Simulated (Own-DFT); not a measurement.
# Computed records: GaP (zincblende, atoms displaced)

All values are calculated (Own-DFT development build). A calculation, not a measurement: plane-wave PBE density functional theory by an unreviewed code, no spin, of a simulated periodic cell, stress positive in tension, free energy of the whole cell less one offset for each atom, forces on such cells passed a denser k mesh, this cell's mesh not checked; offsets are fitted by least squares, one for each functional and potential file, so energies compare only between cells with the same atoms and settings and are not formation energies; the far tail of each file's local potential was reset to the Coulomb form; each entry is a single point on an unrelaxed cell, so the pressure reflects the starting lattice, mostly measured values (interpolated for alloys), from which strain is counted, and rises with the displacements; printed positions are rounded, which can move forces by about a meV/angstrom; the program, named Own-DFT, is a retired in-house code; no spin-orbit coupling.

Entry: GaP (zincblende, atoms displaced)

```
GaP
1.0
     16.3515     0.0000     0.0000
      0.0000    10.9010     0.0000
      0.0000     0.0000    10.9010
Ga P Ga P Ga P Ga P Ga P Ga P Ga P Ga P Ga P Ga P Ga P Ga P
4 4 4 4 4 4 4 4 4 4 4 4 4 4 4 4 4 4 4 4 4 4 4 4
Direct
  0.99894 0.00155 0.99675
  0.00068 0.25169 0.25090
  0.16669 0.99955 0.24962
  0.16700 0.25277 0.99730
  0.08357 0.12485 0.12638
  0.08270 0.37663 0.37702
  0.24910 0.12377 0.37548
  0.25003 0.37351 0.12501
  0.99916 0.00114 0.49850
  0.00083 0.24857 0.75319
  0.16740 0.99842 0.74976
  0.16589 0.25170 0.49895
  0.08384 0.12367 0.62638
  0.08132 0.37353 0.87809
  0.25198 0.12407 0.87570
  0.24910 0.37480 0.62416
  0.99676 0.50186 0.99994
  0.99895 0.75013 0.25371
  0.16825 0.50011 0.25020
  0.16769 0.75176 0.99732
  0.08402 0.62410 0.12368
  0.08377 0.87774 0.37583
  0.25030 0.62184 0.37653
  0.24909 0.87347 0.12403
  0.99812 0.50134 0.50094
  0.99823 0.75060 0.75003
  0.16820 0.50231 0.75196
  0.16504 0.74953 0.50340
  0.08445 0.62604 0.62437
  0.08254 0.87285 0.87511
  0.24971 0.62437 0.87277
  0.25252 0.87366 0.62455
  0.33304 1.00000 0.99893
  0.33196 0.25044 0.24914
  0.50200 0.99970 0.24928
  0.49964 0.24948 0.00199
  0.41586 0.12651 0.12381
  0.41733 0.37476 0.37729
  0.58428 0.12453 0.37864
  0.58089 0.37580 0.12683
  0.33215 0.99986 0.49996
  0.33464 0.25203 0.74961
  0.50167 0.00130 0.75134
  0.50099 0.24826 0.50217
  0.41596 0.12511 0.62758
  0.41652 0.37421 0.87394
  0.58386 0.12406 0.87477
  0.58485 0.37699 0.62360
  0.33407 0.50076 0.99844
  0.33508 0.74569 0.25311
  0.49948 0.49784 0.24838
  0.50174 0.74531 0.00038
  0.41644 0.62469 0.12775
  0.41663 0.87656 0.37430
  0.58270 0.62556 0.37185
  0.58356 0.87318 0.12736
  0.33252 0.50040 0.50074
  0.33306 0.74818 0.74773
  0.49889 0.49708 0.74856
  0.50154 0.75124 0.49940
  0.41608 0.62384 0.62592
  0.41539 0.87541 0.87302
  0.58263 0.62790 0.87145
  0.58543 0.87407 0.62414
  0.66582 0.00133 0.99985
  0.66732 0.25052 0.25020
  0.83091 0.99903 0.25222
  0.83354 0.24800 0.99960
  0.74997 0.12577 0.12287
  0.75251 0.37729 0.37798
  0.91580 0.12492 0.37176
  0.91652 0.37541 0.12786
  0.66906 0.99958 0.49911
  0.66486 0.25108 0.75212
  0.83318 0.00100 0.75009
  0.83250 0.24976 0.49830
  0.75077 0.12599 0.62459
  0.75000 0.37653 0.87534
  0.91591 0.12575 0.87747
  0.91652 0.37540 0.62349
  0.66615 0.49876 0.99635
  0.66684 0.74807 0.25323
  0.83315 0.49710 0.25069
  0.83461 0.75119 0.00062
  0.75137 0.62649 0.12490
  0.74934 0.87309 0.37869
  0.91776 0.62337 0.37289
  0.91601 0.87689 0.12604
  0.66934 0.50183 0.50274
  0.66761 0.75000 0.74772
  0.83342 0.50038 0.75267
  0.83285 0.74902 0.50134
  0.75147 0.62683 0.62498
  0.74933 0.87318 0.87653
  0.91640 0.62238 0.87536
  0.91715 0.87221 0.62716
```

```
functional                        : PBE
potential files                   : PseudoDojo norm-conserving, scalar-relativistic, standard set
wave cutoff                       : 42 hartree
occupations                       : Fermi-Dirac
smearing width                    : 0.1 eV
k mesh                            : 2 x 3 x 3 centred on Gamma
free energy of cell above offsets : -53.667 eV
pressure                          : 2.7 GPa
stress xx                         : -2.7 GPa
stress yy                         : -2.71 GPa
stress zz                         : -2.7 GPa
stress yz                         : 0.04 GPa
stress xz                         : -0.03 GPa
stress xy                         : 0.06 GPa
```

Force:
| element | x (eV/Å) | y (eV/Å) | z (eV/Å) |
| --- | --- | --- | --- |
| Ga | 0.289 | -0.175 | 0.546 |
| Ga | 0.092 | -0.125 | -0.056 |
| Ga | 0.024 | -0.021 | -0.105 |
| Ga | -0.002 | -0.514 | 0.305 |
| P | -0.016 | 0.139 | -0.355 |
| P | 0.039 | 0.073 | -0.172 |
| P | 0.049 | 0.208 | -0.063 |
| P | 0.048 | 0.33 | -0.203 |
| Ga | -0.032 | -0.031 | 0.241 |
| Ga | -0.164 | 0.091 | -0.389 |
| Ga | 0.093 | -0.033 | 0.095 |
| Ga | -0.046 | -0.246 | 0.13 |
| P | -0.101 | 0.119 | -0.141 |
| P | 0.209 | 0.565 | -0.322 |
| P | -0.395 | 0.291 | -0.272 |
| P | 0.097 | 0.02 | 0.22 |
| Ga | 0.481 | -0.283 | 0.355 |
| Ga | 0.412 | 0.147 | -0.496 |
| Ga | -0.299 | -0.11 | -0.103 |
| Ga | -0.209 | -0.323 | 0.23 |
| P | -0.118 | 0.243 | 0.125 |
| P | -0.058 | -0.363 | 0.044 |
| P | -0.21 | 0.475 | 0.03 |
| P | 0.437 | -0.018 | 0.283 |
| Ga | 0.348 | 0.008 | 0.04 |
| Ga | 0.396 | -0.389 | 0.101 |
| Ga | -0.537 | -0.524 | -0.215 |
| Ga | 0.402 | 0.246 | -0.469 |
| P | -0.473 | -0.264 | 0.403 |
| P | -0.009 | 0.299 | -0.155 |
| P | 0.278 | 0.247 | 0.36 |
| P | -0.516 | 0.027 | 0.004 |
| Ga | 0.099 | -0.195 | 0.237 |
| Ga | 0.257 | -0.079 | 0.306 |
| Ga | -0.297 | 0.23 | 0.049 |
| Ga | 0.008 | 0.01 | -0.247 |
| P | 0.111 | -0.342 | 0.273 |
| P | -0.13 | -0.143 | -0.136 |
| P | 0.073 | 0.009 | -0.414 |
| P | 0.634 | -0.17 | -0.374 |
| Ga | 0.286 | 0.113 | -0.029 |
| Ga | -0.396 | -0.169 | -0.028 |
| Ga | -0.24 | -0.357 | -0.248 |
| Ga | -0.179 | 0.127 | 0.013 |
| P | 0.227 | -0.115 | -0.276 |
| P | 0.193 | 0.073 | 0.268 |
| P | -0.164 | 0.287 | 0.238 |
| P | -0.14 | -0.178 | 0.137 |
| Ga | -0.115 | -0.062 | 0.209 |
| Ga | -0.432 | 0.465 | -0.1 |
| Ga | -0.191 | 0.178 | 0.408 |
| Ga | -0.453 | 0.594 | 0.014 |
| P | 0.12 | -0.183 | -0.461 |
| P | 0.091 | -0.053 | 0.123 |
| P | 0.084 | -0.435 | 0.508 |
| P | 0.175 | 0.052 | -0.302 |
| Ga | 0.207 | -0.208 | 0.07 |
| Ga | 0.179 | 0.084 | 0.221 |
| Ga | 0.167 | 0.267 | 0.047 |
| Ga | -0.287 | -0.12 | 0.031 |
| P | 0.267 | 0.107 | -0.319 |
| P | 0.402 | -0.294 | 0.277 |
| P | 0.171 | -0.61 | -0.008 |
| P | -0.208 | 0.327 | 0.055 |
| Ga | 0.064 | -0.37 | 0.15 |
| Ga | -0.036 | 0.122 | 0.167 |
| Ga | 0.047 | -0.028 | -0.233 |
| Ga | -0.011 | 0.502 | 0.231 |
| P | -0.142 | -0.11 | 0.327 |
| P | -0.613 | -0.215 | -0.29 |
| P | 0.001 | 0.066 | 0.292 |
| P | -0.075 | -0.223 | -0.385 |
| Ga | -0.233 | 0.097 | 0.322 |
| Ga | 0.343 | -0.001 | -0.266 |
| Ga | -0.044 | -0.217 | 0.098 |
| Ga | 0.374 | -0.1 | 0.175 |
| P | -0.193 | 0.064 | 0.201 |
| P | 0.054 | -0.415 | -0.027 |
| P | -0.006 | -0.072 | -0.489 |
| P | -0.036 | -0.228 | 0.43 |
| Ga | -0.163 | 0.414 | 0.456 |
| Ga | 0.174 | 0.128 | -0.355 |
| Ga | 0.012 | 0.428 | -0.166 |
| Ga | -0.026 | -0.063 | 0.025 |
| P | -0.273 | -0.339 | 0.014 |
| P | 0.193 | -0.002 | -0.351 |
| P | -0.483 | 0.156 | 0.341 |
| P | 0.158 | -0.063 | 0.013 |
| Ga | -0.323 | 0.146 | -0.408 |
| Ga | 0.007 | 0.096 | 0.171 |
| Ga | 0.009 | -0.143 | -0.432 |
| Ga | 0.467 | -0.005 | -0.223 |
| P | -0.035 | -0.267 | 0.305 |
| P | 0.105 | 0.27 | -0.168 |
| P | -0.1 | 0.542 | -0.093 |
| P | -0.243 | 0.51 | -0.371 |
